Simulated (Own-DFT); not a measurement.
# Computed records: Si$_{3}$Ge (layered order of Si and Ge on the diamond lattice, atoms displaced), InGa$_{3}$As$_{4}$ (zincblende random alloy, strained, atoms displaced)

A calculation, not a measurement: plane-wave density functional theory by an unreviewed code, no spin, of a simulated periodic cell, stress positive in tension, run twice, with PBE and with PBEsol, both on files made for PBE, so the change isn't that of files made for PBEsol, forces on such cells passed a denser k mesh, this cell's mesh not checked; the far tail of each file's local potential was reset to the Coulomb form; each entry is a single point on an unrelaxed cell, so the pressure reflects the starting lattice, mostly measured values (interpolated for alloys), from which strain is counted, and rises with the displacements; printed positions are rounded, which can move forces by about a meV/angstrom; the program, named Own-DFT, is a retired in-house code; no spin-orbit coupling; stress was not checked against mesh or cutoff. Program: Own-DFT development build.

Settings shared by all entries: functional PBE, then PBEsol; potential files PseudoDojo norm-conserving, scalar-relativistic, standard set; wave cutoff 42 hartree; occupations Fermi-Dirac; smearing width 0.1 eV; k mesh 3 x 3 x 3 centred on Gamma.

```yaml
- entry: 1
  formula: Si3Ge
  kind: "layered order of Si and Ge on the diamond lattice, atoms displaced"
  structure:
    cell_angstrom: [[10.9755, 0.0, 0.0], [0.0, 10.9755, 0.0], [0.0, 0.0, 10.9755]]
    atoms_fractional:
      - [Ge, 0.9979, 0.00157, 0.99784]
      - [Si, 0.00072, 0.24828, 0.25068]
      - [Si, 0.24711, 0.99724, 0.2482]
      - [Ge, 0.25357, 0.24492, 0.99977]
      - [Ge, 0.13223, 0.12357, 0.12471]
      - [Si, 0.12392, 0.37305, 0.38151]
      - [Si, 0.37689, 0.12688, 0.37953]
      - [Ge, 0.37206, 0.37104, 0.12538]
      - [Si, 0.99851, 0.00323, 0.49643]
      - [Si, 0.99718, 0.2511, 0.75144]
      - [Si, 0.24893, 0.00042, 0.74831]
      - [Si, 0.2484, 0.24861, 0.50469]
      - [Si, 0.12457, 0.12609, 0.62429]
      - [Si, 0.12901, 0.37847, 0.87639]
      - [Si, 0.37708, 0.12689, 0.86901]
      - [Si, 0.37382, 0.37438, 0.62219]
      - [Ge, 0.9983, 0.49663, 0.00488]
      - [Si, 0.99832, 0.75016, 0.24876]
      - [Si, 0.2506, 0.49883, 0.25075]
      - [Ge, 0.2499, 0.7483, 0.99965]
      - [Ge, 0.12467, 0.62512, 0.12303]
      - [Si, 0.12323, 0.87618, 0.37684]
      - [Si, 0.37638, 0.62066, 0.3734]
      - [Ge, 0.37873, 0.87573, 0.11986]
      - [Si, 0.99595, 0.50451, 0.4982]
      - [Si, 0.00117, 0.75222, 0.75286]
      - [Si, 0.24948, 0.49855, 0.75066]
      - [Si, 0.252, 0.75538, 0.49901]
      - [Si, 0.1219, 0.62303, 0.62346]
      - [Si, 0.12769, 0.87771, 0.87718]
      - [Si, 0.37779, 0.62199, 0.87909]
      - [Si, 0.37668, 0.87585, 0.62776]
      - [Ge, 0.50199, 0.99861, 0.99787]
      - [Si, 0.49902, 0.25318, 0.25331]
      - [Si, 0.74885, 0.99712, 0.25242]
      - [Ge, 0.75154, 0.25015, 0.99546]
      - [Ge, 0.62873, 0.12578, 0.12472]
      - [Si, 0.62427, 0.37504, 0.37359]
      - [Si, 0.87874, 0.11901, 0.37837]
      - [Ge, 0.87374, 0.37739, 0.12178]
      - [Si, 0.5003, 0.00028, 0.50511]
      - [Si, 0.49627, 0.24835, 0.74732]
      - [Si, 0.74757, 0.0016, 0.75467]
      - [Si, 0.74554, 0.25301, 0.49809]
      - [Si, 0.62479, 0.12303, 0.62511]
      - [Si, 0.62842, 0.38095, 0.88019]
      - [Si, 0.88083, 0.12768, 0.87427]
      - [Si, 0.87578, 0.36961, 0.62716]
      - [Ge, 0.50321, 0.50013, 0.99472]
      - [Si, 0.49759, 0.7492, 0.24963]
      - [Si, 0.74915, 0.49795, 0.25356]
      - [Ge, 0.74871, 0.75293, 0.00313]
      - [Ge, 0.62771, 0.62831, 0.1244]
      - [Si, 0.62746, 0.87818, 0.37471]
      - [Si, 0.87561, 0.62415, 0.37256]
      - [Ge, 0.8782, 0.87617, 0.12689]
      - [Si, 0.50403, 0.49457, 0.50166]
      - [Si, 0.50402, 0.74995, 0.75225]
      - [Si, 0.75164, 0.50166, 0.74803]
      - [Si, 0.75037, 0.75353, 0.50125]
      - [Si, 0.62189, 0.62291, 0.62588]
      - [Si, 0.63117, 0.87195, 0.87705]
      - [Si, 0.87714, 0.6253, 0.87799]
      - [Si, 0.87473, 0.87648, 0.62273]
  results:
    "PBE_pressure [GPa]": 2.49
    "PBE_stress_xx [GPa]": -2.5
    "PBE_stress_yy [GPa]": -2.5
    "PBE_stress_zz [GPa]": -2.48
    "PBE_stress_yz [GPa]": 0.82
    "PBE_stress_xz [GPa]": 0.0
    "PBE_stress_xy [GPa]": -0.13
    "PBEsol_pressure [GPa]": 0.7
    "PBEsol_stress_xx [GPa]": -0.72
    "PBEsol_stress_yy [GPa]": -0.71
    "PBEsol_stress_zz [GPa]": -0.69
    "PBEsol_stress_yz [GPa]": 0.81
    "PBEsol_stress_xz [GPa]": -0.02
    "PBEsol_stress_xy [GPa]": -0.13
    force_element: [Ge, Si, Si, Ge, Ge, Si, Si, Ge, Si, Si, Si, Si, Si, Si, Si, Si, Ge, Si, Si, Ge, Ge, Si, Si, Ge, Si, Si, Si, Si, Si, Si, Si, Si, Ge, Si, Si, Ge, Ge, Si, Si, Ge, Si, Si, Si, Si, Si, Si, Si, Si, Ge, Si, Si, Ge, Ge, Si, Si, Ge, Si, Si, Si, Si, Si, Si, Si, Si]
    "PBE_force_x [eV/angstrom]": [0.699, 0.029, 0.968, -0.139, -1.195, -0.066, -0.412, 0.668, 0.644, 1.151, 0.096, 0.206, -0.416, -0.496, -0.157, -0.012, 0.632, 0.549, -0.47, 0.248, 0.025, -0.023, 0.026, -0.601, 0.219, 0.005, 0.345, -0.062, 0.446, -0.21, -0.443, 0.001, 0.275, 0.137, 0.559, 0.085, -0.402, 0.046, -1.134, -0.348, 0.068, 0.947, 0.713, 0.696, 0.049, -0.092, -0.899, -0.449, -0.389, 0.424, 0.089, 1.05, -0.555, -0.833, -0.522, -0.482, -0.552, -0.449, 0.151, -0.174, 0.548, -0.699, -0.236, 0.123]
    "PBE_force_y [eV/angstrom]": [0.042, 0.074, -0.038, 0.415, 0.04, 0.28, -0.409, 0.739, -0.687, 0.106, 0.099, 0.125, -0.203, -0.718, -0.66, -0.008, 0.648, -0.175, -0.18, 0.165, -0.098, -0.14, 0.37, -0.232, -0.872, -0.064, 0.472, -0.877, 0.62, -0.219, 0.509, -0.199, 0.566, -0.606, 0.541, -0.035, 0.059, 0.003, 1.217, -0.949, -0.123, 0.791, 0.006, -0.794, 0.447, -0.919, -0.301, 0.866, -0.085, 0.187, 0.371, -0.352, -0.649, -0.585, 0.483, 0.146, 0.545, -0.129, -0.105, -0.647, 0.331, 0.435, 0.131, 0.234]
    "PBE_force_z [eV/angstrom]": [0.018, 0.345, 0.966, -1.138, 0.535, -0.567, -0.321, 0.315, 1.024, -0.049, 0.131, -0.469, 0.318, -0.257, 0.006, 0.478, -1.435, 0.739, 0.514, -0.61, 1.121, -0.373, 0.461, 1.215, 0.414, -0.278, -0.351, 0.173, 0.231, -0.781, -1.398, 0.042, -0.906, 0.043, 0.174, -0.154, 0.754, 0.094, -0.853, 1.629, -0.554, 0.104, -0.51, 0.232, 0.224, -1.977, -0.595, -0.595, 1.155, 0.607, -0.157, -0.628, 0.989, 0.308, 0.184, 0.375, -0.244, 0.104, 0.325, -0.25, -0.199, -0.738, -0.611, 0.648]
    "PBEsol_force_x [eV/angstrom]": [0.682, 0.026, 0.954, -0.14, -1.158, -0.063, -0.408, 0.641, 0.645, 1.149, 0.09, 0.205, -0.418, -0.494, -0.162, -0.013, 0.605, 0.54, -0.471, 0.239, 0.025, -0.03, 0.03, -0.582, 0.206, 0.004, 0.346, -0.058, 0.445, -0.205, -0.43, 0.006, 0.259, 0.124, 0.557, 0.084, -0.388, 0.044, -1.129, -0.325, 0.063, 0.945, 0.704, 0.684, 0.059, -0.096, -0.887, -0.439, -0.378, 0.418, 0.089, 1.02, -0.53, -0.83, -0.52, -0.474, -0.544, -0.445, 0.152, -0.175, 0.539, -0.683, -0.231, 0.126]
    "PBEsol_force_y [eV/angstrom]": [0.032, 0.073, -0.029, 0.405, 0.051, 0.276, -0.407, 0.707, -0.684, 0.111, 0.1, 0.119, -0.203, -0.715, -0.656, -0.003, 0.628, -0.165, -0.186, 0.158, -0.096, -0.141, 0.359, -0.223, -0.863, -0.058, 0.472, -0.867, 0.612, -0.216, 0.497, -0.2, 0.542, -0.596, 0.541, -0.03, 0.058, 0.004, 1.209, -0.917, -0.126, 0.794, 0.011, -0.782, 0.442, -0.907, -0.308, 0.851, -0.076, 0.191, 0.366, -0.354, -0.621, -0.581, 0.484, 0.145, 0.535, -0.123, -0.101, -0.645, 0.328, 0.417, 0.124, 0.237]
    "PBEsol_force_z [eV/angstrom]": [0.099, 0.247, 0.855, -1.019, 0.437, -0.562, -0.325, 0.23, 1.02, -0.037, 0.134, -0.465, 0.319, -0.154, 0.108, 0.471, -1.314, 0.627, 0.408, -0.515, 1.013, -0.372, 0.458, 1.103, 0.409, -0.266, -0.345, 0.168, 0.227, -0.666, -1.278, 0.051, -0.804, -0.058, 0.067, -0.069, 0.656, 0.081, -0.853, 1.501, -0.549, 0.107, -0.491, 0.222, 0.222, -1.85, -0.482, -0.593, 1.2, 0.502, -0.254, -0.527, 0.882, 0.299, 0.17, 0.283, -0.241, 0.116, 0.323, -0.247, -0.199, -0.62, -0.504, 0.644]
    "rms_change_of_force_components_from_PBE_to_PBEsol [eV/angstrom]": 0.044
- entry: 2
  formula: InGa3As4
  kind: "zincblende random alloy, strained, atoms displaced"
  structure:
    cell_angstrom:
      - [11.6325, 0.1614, -0.0334]
      - [0.1614, 11.5409, -0.1466]
      - [-0.0334, -0.1466, 11.4561]
    atoms_fractional:
      - [Ga, 0.99919, 0.00244, 0.99409]
      - [Ga, 0.00871, 0.25025, 0.25708]
      - [Ga, 0.2416, 0.99566, 0.24836]
      - [Ga, 0.25357, 0.24377, 0.99694]
      - [As, 0.12503, 0.12875, 0.1217]
      - [As, 0.12637, 0.37527, 0.37654]
      - [As, 0.38056, 0.13046, 0.36397]
      - [As, 0.37523, 0.37088, 0.12383]
      - [Ga, 0.99518, 2.0e-05, 0.49954]
      - [Ga, 0.99749, 0.24733, 0.75059]
      - [Ga, 0.25383, 0.99705, 0.74315]
      - [Ga, 0.25349, 0.25357, 0.499]
      - [As, 0.12634, 0.12623, 0.6206]
      - [As, 0.12727, 0.36775, 0.87349]
      - [As, 0.37459, 0.12891, 0.88162]
      - [As, 0.37273, 0.37512, 0.62219]
      - [In, 0.99484, 0.49634, 0.99613]
      - [In, 0.99707, 0.75551, 0.25542]
      - [Ga, 0.25261, 0.50025, 0.24493]
      - [Ga, 0.25748, 0.74708, 0.00061]
      - [As, 0.12532, 0.62576, 0.11804]
      - [As, 0.12603, 0.87084, 0.38248]
      - [As, 0.37677, 0.62418, 0.36901]
      - [As, 0.37025, 0.87516, 0.12651]
      - [In, 0.00355, 0.49963, 0.49762]
      - [In, 0.00016, 0.74299, 0.75492]
      - [Ga, 0.25473, 0.50783, 0.753]
      - [In, 0.25094, 0.75879, 0.49436]
      - [As, 0.12625, 0.62491, 0.63272]
      - [As, 0.12016, 0.87974, 0.88023]
      - [As, 0.37175, 0.62591, 0.87975]
      - [As, 0.37236, 0.87973, 0.62456]
      - [In, 0.49908, 0.00241, 0.00577]
      - [In, 0.49839, 0.25621, 0.2461]
      - [Ga, 0.74847, 0.00067, 0.25406]
      - [Ga, 0.75326, 0.24966, 0.00456]
      - [As, 0.62363, 0.12514, 0.12641]
      - [As, 0.62822, 0.37245, 0.37804]
      - [As, 0.87263, 0.11983, 0.3728]
      - [As, 0.88089, 0.37263, 0.12973]
      - [Ga, 0.49747, 0.00125, 0.50361]
      - [In, 0.49376, 0.2513, 0.7409]
      - [Ga, 0.74248, 0.00116, 0.74488]
      - [Ga, 0.75285, 0.25042, 0.50579]
      - [As, 0.62847, 0.12505, 0.62682]
      - [As, 0.62043, 0.37664, 0.87706]
      - [As, 0.87676, 0.11967, 0.87481]
      - [As, 0.87595, 0.37516, 0.63039]
      - [Ga, 0.50704, 0.49673, 0.00033]
      - [Ga, 0.50736, 0.75016, 0.2513]
      - [Ga, 0.75429, 0.50265, 0.25464]
      - [Ga, 0.74682, 0.75247, 0.99232]
      - [As, 0.62512, 0.62115, 0.13097]
      - [As, 0.62231, 0.87278, 0.38172]
      - [As, 0.88022, 0.63064, 0.37381]
      - [As, 0.87416, 0.87543, 0.12416]
      - [Ga, 0.50021, 0.50121, 0.4991]
      - [Ga, 0.50016, 0.75032, 0.73799]
      - [Ga, 0.7494, 0.50148, 0.75493]
      - [Ga, 0.7408, 0.7496, 0.50261]
      - [As, 0.61577, 0.62368, 0.62636]
      - [As, 0.62441, 0.8718, 0.87755]
      - [As, 0.87723, 0.62453, 0.88109]
      - [As, 0.87521, 0.8739, 0.6252]
  results:
    "PBE_pressure [GPa]": 4.23
    "PBE_stress_xx [GPa]": -3.85
    "PBE_stress_yy [GPa]": -4.31
    "PBE_stress_zz [GPa]": -4.53
    "PBE_stress_yz [GPa]": -1.55
    "PBE_stress_xz [GPa]": -0.61
    "PBE_stress_xy [GPa]": 2.65
    "PBEsol_pressure [GPa]": 1.26
    "PBEsol_stress_xx [GPa]": -0.87
    "PBEsol_stress_yy [GPa]": -1.35
    "PBEsol_stress_zz [GPa]": -1.58
    "PBEsol_stress_yz [GPa]": -1.48
    "PBEsol_stress_xz [GPa]": -0.57
    "PBEsol_stress_xy [GPa]": 2.54
    force_element: [Ga, Ga, Ga, Ga, As, As, As, As, Ga, Ga, Ga, Ga, As, As, As, As, In, In, Ga, Ga, As, As, As, As, In, In, Ga, In, As, As, As, As, In, In, Ga, Ga, As, As, As, As, Ga, In, Ga, Ga, As, As, As, As, Ga, Ga, Ga, Ga, As, As, As, As, Ga, Ga, Ga, Ga, As, As, As, As]
    "PBE_force_x [eV/angstrom]": [-0.249, -0.672, 0.109, -0.874, -0.028, 1.668, -1.487, -1.191, 0.18, 0.28, -1.062, -0.219, -0.001, 0.847, -0.555, -0.874, 0.925, 0.632, -0.465, -1.229, 1.175, -1.296, 0.784, 0.17, -0.801, -0.609, -0.476, 0.837, 1.715, 1.844, 1.502, 1.626, -0.435, 0.896, -0.38, -0.136, 2.338, 0.888, 0.482, -0.905, -0.092, 0.212, 0.739, 0.034, 0.343, 1.501, -0.692, -0.504, -1.037, -0.856, 0.001, 0.236, 0.512, 0.11, -2.213, -0.871, -0.383, -0.699, -0.286, 0.692, 1.324, 0.115, -2.322, -0.817]
    "PBE_force_y [eV/angstrom]": [0.091, -0.354, 0.467, 0.865, -0.453, -0.79, -1.66, 1.617, -0.021, -0.233, 0.93, -0.617, -0.083, -0.201, -0.738, 1.818, -0.82, -0.254, 0.059, 0.679, 0.143, 3.175, -0.53, -0.828, 0.344, 1.197, -0.931, -2.324, -0.679, -0.141, -0.174, 0.225, -0.703, -0.038, -0.423, -0.072, 0.137, 1.005, 0.796, -0.626, 0.471, -0.36, -0.663, -0.138, -0.554, -0.168, 0.614, -0.268, 0.543, 0.131, -0.38, -0.472, 0.277, 0.517, -0.486, 1.014, -0.371, 0.496, 0.01, -0.261, -0.496, -0.178, 0.441, 0.424]
    "PBE_force_z [eV/angstrom]": [1.224, -0.263, 0.341, 0.748, 0.079, -1.257, 1.664, -1.776, 0.303, 0.209, 1.387, -0.301, -0.056, -0.862, -1.725, -1.048, 0.882, -0.984, -0.046, 0.381, 0.489, -1.49, -0.361, 0.707, 1.135, 0.478, 0.092, 1.609, -0.982, -0.227, -0.729, 0.246, -0.071, 0.714, -0.374, -0.094, 0.094, 0.601, 0.266, 0.77, -0.339, 1.495, 0.843, -0.19, -1.366, -0.1, -0.548, 0.117, 0.671, -0.01, 0.114, 1.193, -0.796, -0.529, 0.715, -1.082, -0.251, 1.547, 0.176, 0.265, -0.451, -1.691, -0.96, -0.598]
    "PBEsol_force_x [eV/angstrom]": [-0.231, -0.639, 0.124, -0.833, -0.029, 1.592, -1.438, -1.146, 0.185, 0.285, -1.02, -0.208, -0.011, 0.794, -0.538, -0.84, 0.906, 0.615, -0.436, -1.183, 1.127, -1.269, 0.749, 0.162, -0.763, -0.58, -0.458, 0.814, 1.64, 1.758, 1.424, 1.559, -0.416, 0.866, -0.35, -0.124, 2.234, 0.837, 0.461, -0.879, -0.073, 0.215, 0.728, 0.034, 0.314, 1.434, -0.664, -0.491, -0.991, -0.821, 0.011, 0.245, 0.481, 0.099, -2.135, -0.843, -0.36, -0.661, -0.267, 0.675, 1.262, 0.109, -2.24, -0.801]
    "PBEsol_force_y [eV/angstrom]": [0.089, -0.329, 0.452, 0.834, -0.445, -0.771, -1.589, 1.552, -0.025, -0.218, 0.901, -0.583, -0.086, -0.193, -0.707, 1.742, -0.784, -0.251, 0.06, 0.651, 0.133, 3.058, -0.507, -0.795, 0.338, 1.161, -0.891, -2.238, -0.658, -0.15, -0.175, 0.214, -0.67, -0.052, -0.398, -0.072, 0.131, 0.972, 0.756, -0.593, 0.447, -0.343, -0.635, -0.132, -0.539, -0.152, 0.595, -0.266, 0.518, 0.118, -0.362, -0.451, 0.265, 0.485, -0.478, 0.973, -0.355, 0.477, 0.005, -0.235, -0.465, -0.169, 0.426, 0.407]
    "PBEsol_force_z [eV/angstrom]": [1.161, -0.276, 0.308, 0.713, 0.088, -1.2, 1.622, -1.694, 0.281, 0.196, 1.322, -0.299, -0.043, -0.814, -1.654, -0.999, 0.851, -0.953, -0.055, 0.365, 0.484, -1.443, -0.333, 0.678, 1.09, 0.46, 0.078, 1.55, -0.94, -0.217, -0.702, 0.236, -0.073, 0.683, -0.372, -0.094, 0.1, 0.584, 0.278, 0.737, -0.337, 1.446, 0.803, -0.192, -1.302, -0.088, -0.517, 0.114, 0.64, -0.01, 0.096, 1.14, -0.756, -0.5, 0.693, -1.023, -0.247, 1.481, 0.169, 0.239, -0.435, -1.62, -0.931, -0.567]
    "rms_change_of_force_components_from_PBE_to_PBEsol [eV/angstrom]": 0.036
- entry: 3
  formula: Si3Ge
  kind: "layered order of Si and Ge on the diamond lattice, atoms displaced"
  structure:
    cell_angstrom: [[10.9755, 0.0, 0.0], [0.0, 10.9755, 0.0], [0.0, 0.0, 10.9755]]
    atoms_fractional:
      - [Ge, 0.99923, 0.99612, 0.00048]
      - [Si, 0.00237, 0.25254, 0.25148]
      - [Si, 0.2475, 0.9996, 0.24938]
      - [Ge, 0.25105, 0.24906, 0.0021]
      - [Ge, 0.12322, 0.12405, 0.12635]
      - [Si, 0.12671, 0.37839, 0.37563]
      - [Si, 0.37525, 0.12464, 0.37213]
      - [Ge, 0.37867, 0.37009, 0.12382]
      - [Si, 0.99952, 0.99927, 0.5045]
      - [Si, 0.0011, 0.24775, 0.75287]
      - [Si, 0.25406, 0.9955, 0.75369]
      - [Si, 0.24812, 0.25098, 0.50126]
      - [Si, 0.12993, 0.1219, 0.62475]
      - [Si, 0.12375, 0.37634, 0.88057]
      - [Si, 0.38027, 0.11908, 0.86688]
      - [Si, 0.37507, 0.37642, 0.62553]
      - [Ge, 0.99718, 0.49966, 0.99753]
      - [Si, 0.00079, 0.74694, 0.24893]
      - [Si, 0.24903, 0.50024, 0.25463]
      - [Ge, 0.24782, 0.74701, 0.99911]
      - [Ge, 0.12784, 0.62643, 0.12596]
      - [Si, 0.12758, 0.87129, 0.37578]
      - [Si, 0.373, 0.62086, 0.37527]
      - [Ge, 0.37623, 0.87747, 0.12919]
      - [Si, 0.99668, 0.50332, 0.50564]
      - [Si, 0.00212, 0.75687, 0.75321]
      - [Si, 0.25028, 0.50318, 0.74528]
      - [Si, 0.25184, 0.74836, 0.49864]
      - [Si, 0.12185, 0.62199, 0.62488]
      - [Si, 0.12347, 0.8764, 0.87967]
      - [Si, 0.36924, 0.62528, 0.87955]
      - [Si, 0.37646, 0.87752, 0.62844]
      - [Ge, 0.50271, 6.0e-05, 0.99312]
      - [Si, 0.49692, 0.24854, 0.25382]
      - [Si, 0.7525, 0.99467, 0.25246]
      - [Ge, 0.74619, 0.24885, 0.99851]
      - [Ge, 0.62391, 0.12311, 0.12351]
      - [Si, 0.62611, 0.37105, 0.37421]
      - [Si, 0.87605, 0.12183, 0.37586]
      - [Ge, 0.8714, 0.37122, 0.12526]
      - [Si, 0.49793, 0.99452, 0.49926]
      - [Si, 0.49833, 0.24565, 0.74751]
      - [Si, 0.74843, 0.99973, 0.75286]
      - [Si, 0.75094, 0.25014, 0.5037]
      - [Si, 0.62605, 0.1284, 0.62532]
      - [Si, 0.63224, 0.37022, 0.88108]
      - [Si, 0.87078, 0.12199, 0.87611]
      - [Si, 0.8753, 0.37415, 0.63073]
      - [Ge, 0.5024, 0.49741, 0.9998]
      - [Si, 0.49154, 0.74474, 0.24977]
      - [Si, 0.74984, 0.50406, 0.24743]
      - [Ge, 0.74363, 0.74978, 0.99993]
      - [Ge, 0.62479, 0.62802, 0.11887]
      - [Si, 0.62312, 0.87361, 0.37551]
      - [Si, 0.876, 0.62303, 0.38088]
      - [Ge, 0.87587, 0.87417, 0.12723]
      - [Si, 0.50005, 0.49982, 0.50084]
      - [Si, 0.50055, 0.7493, 0.74583]
      - [Si, 0.74885, 0.49911, 0.74866]
      - [Si, 0.74907, 0.75164, 0.50072]
      - [Si, 0.622, 0.62677, 0.62366]
      - [Si, 0.62473, 0.87385, 0.87655]
      - [Si, 0.87669, 0.62297, 0.87473]
      - [Si, 0.87818, 0.87581, 0.6253]
  results:
    "PBE_pressure [GPa]": 2.52
    "PBE_stress_xx [GPa]": -2.52
    "PBE_stress_yy [GPa]": -2.54
    "PBE_stress_zz [GPa]": -2.48
    "PBE_stress_yz [GPa]": 0.45
    "PBE_stress_xz [GPa]": 0.0
    "PBE_stress_xy [GPa]": 0.15
    "PBEsol_pressure [GPa]": 0.73
    "PBEsol_stress_xx [GPa]": -0.73
    "PBEsol_stress_yy [GPa]": -0.76
    "PBEsol_stress_zz [GPa]": -0.69
    "PBEsol_stress_yz [GPa]": 0.45
    "PBEsol_stress_xz [GPa]": 0.0
    "PBEsol_stress_xy [GPa]": 0.14
    force_element: [Ge, Si, Si, Ge, Ge, Si, Si, Ge, Si, Si, Si, Si, Si, Si, Si, Si, Ge, Si, Si, Ge, Ge, Si, Si, Ge, Si, Si, Si, Si, Si, Si, Si, Si, Ge, Si, Si, Ge, Ge, Si, Si, Ge, Si, Si, Si, Si, Si, Si, Si, Si, Ge, Si, Si, Ge, Ge, Si, Si, Ge, Si, Si, Si, Si, Si, Si, Si, Si]
    "PBE_force_x [eV/angstrom]": [-0.314, -0.336, 0.072, 0.134, -0.009, -0.607, -0.476, -0.373, 0.543, 0.163, -0.739, 0.455, -0.354, 0.492, -0.764, 0.001, 0.199, -0.079, 0.358, 0.332, -0.588, -0.474, 0.147, -0.269, 0.167, -0.165, -0.258, -0.059, 0.333, 0.58, 1.007, -0.251, -0.408, 0.696, -0.504, 0.955, 0.025, 0.046, 0.04, 0.327, 0.324, 0.54, 0.004, 0.322, -0.247, -1.426, 0.54, 0.107, -0.264, 1.05, -0.104, 1.536, -0.729, -0.179, -0.331, -0.264, 0.153, -0.354, -0.101, 0.185, 0.469, -0.04, -0.553, -0.683]
    "PBE_force_y [eV/angstrom]": [0.78, -0.24, 0.065, -0.587, 0.077, -0.12, -0.309, 0.711, -0.033, -0.159, 0.19, -0.07, 0.11, -0.18, 0.782, -0.211, 0.007, 0.096, -0.366, 1.064, -0.801, 0.323, 0.138, -0.095, -0.96, -0.895, -0.509, -0.033, 1.097, -0.203, -0.376, -0.771, -0.262, -0.17, 0.627, -0.793, -0.122, 0.595, 0.416, 0.426, 1.012, 0.92, -0.148, -0.008, -0.886, 0.808, 0.169, -0.097, -0.006, 0.23, -0.358, 0.362, -0.5, -0.476, 0.409, -0.626, -0.295, 0.015, 0.17, -0.07, -0.351, -0.213, 0.731, -0.032]
    "PBE_force_z [eV/angstrom]": [-0.318, 0.593, 0.788, -1.221, 0.355, 0.545, 0.691, 1.119, -0.65, 0.112, -0.278, -0.279, 0.487, -1.369, 0.48, -0.034, 0.496, 1.032, -0.518, 0.094, 0.516, -0.005, 0.377, -0.494, -0.336, -0.253, 0.875, 0.563, 0.195, -0.864, -1.477, -0.532, 0.41, -0.004, 0.295, 0.33, 1.183, 0.112, 0.178, 0.519, 0.092, 0.25, -0.499, -0.44, -0.23, -2.032, -0.481, -0.36, -0.815, 0.537, 0.822, -0.927, 1.739, -0.305, -0.697, 0.287, -0.322, 1.014, 0.323, 0.084, -0.004, -1.327, -0.766, 0.343]
    "PBEsol_force_x [eV/angstrom]": [-0.313, -0.334, 0.066, 0.135, -0.005, -0.604, -0.473, -0.369, 0.539, 0.164, -0.744, 0.45, -0.342, 0.487, -0.739, 0.004, 0.193, -0.079, 0.349, 0.307, -0.562, -0.472, 0.147, -0.261, 0.161, -0.16, -0.256, -0.052, 0.325, 0.571, 0.991, -0.251, -0.391, 0.684, -0.491, 0.935, 0.027, 0.052, 0.04, 0.313, 0.318, 0.536, -0.005, 0.325, -0.243, -1.398, 0.534, 0.112, -0.255, 1.036, -0.108, 1.486, -0.703, -0.183, -0.326, -0.25, 0.154, -0.354, -0.112, 0.183, 0.469, -0.043, -0.537, -0.679]
    "PBEsol_force_y [eV/angstrom]": [0.76, -0.24, 0.066, -0.568, 0.074, -0.114, -0.311, 0.692, -0.03, -0.163, 0.179, -0.067, 0.104, -0.167, 0.761, -0.21, 0.002, 0.092, -0.356, 1.027, -0.769, 0.32, 0.132, -0.093, -0.959, -0.883, -0.504, -0.033, 1.091, -0.192, -0.359, -0.76, -0.247, -0.157, 0.61, -0.78, -0.116, 0.587, 0.414, 0.414, 1.002, 0.922, -0.151, -0.003, -0.882, 0.78, 0.174, -0.1, -0.003, 0.238, -0.349, 0.335, -0.481, -0.475, 0.405, -0.605, -0.294, 0.011, 0.173, -0.063, -0.348, -0.213, 0.713, -0.036]
    "PBEsol_force_z [eV/angstrom]": [-0.226, 0.488, 0.676, -1.109, 0.269, 0.54, 0.681, 1.011, -0.647, 0.118, -0.263, -0.28, 0.488, -1.252, 0.575, -0.032, 0.557, 0.917, -0.616, 0.175, 0.422, -0.011, 0.374, -0.553, -0.334, -0.241, 0.869, 0.563, 0.195, -0.742, -1.353, -0.523, 0.482, -0.108, 0.192, 0.411, 1.066, 0.1, 0.165, 0.425, 0.091, 0.256, -0.491, -0.437, -0.229, -1.901, -0.375, -0.35, -0.714, 0.431, 0.712, -0.819, 1.606, -0.317, -0.695, 0.199, -0.323, 1.015, 0.322, 0.083, -0.006, -1.203, -0.661, 0.34]
    "rms_change_of_force_components_from_PBE_to_PBEsol [eV/angstrom]": 0.043
```
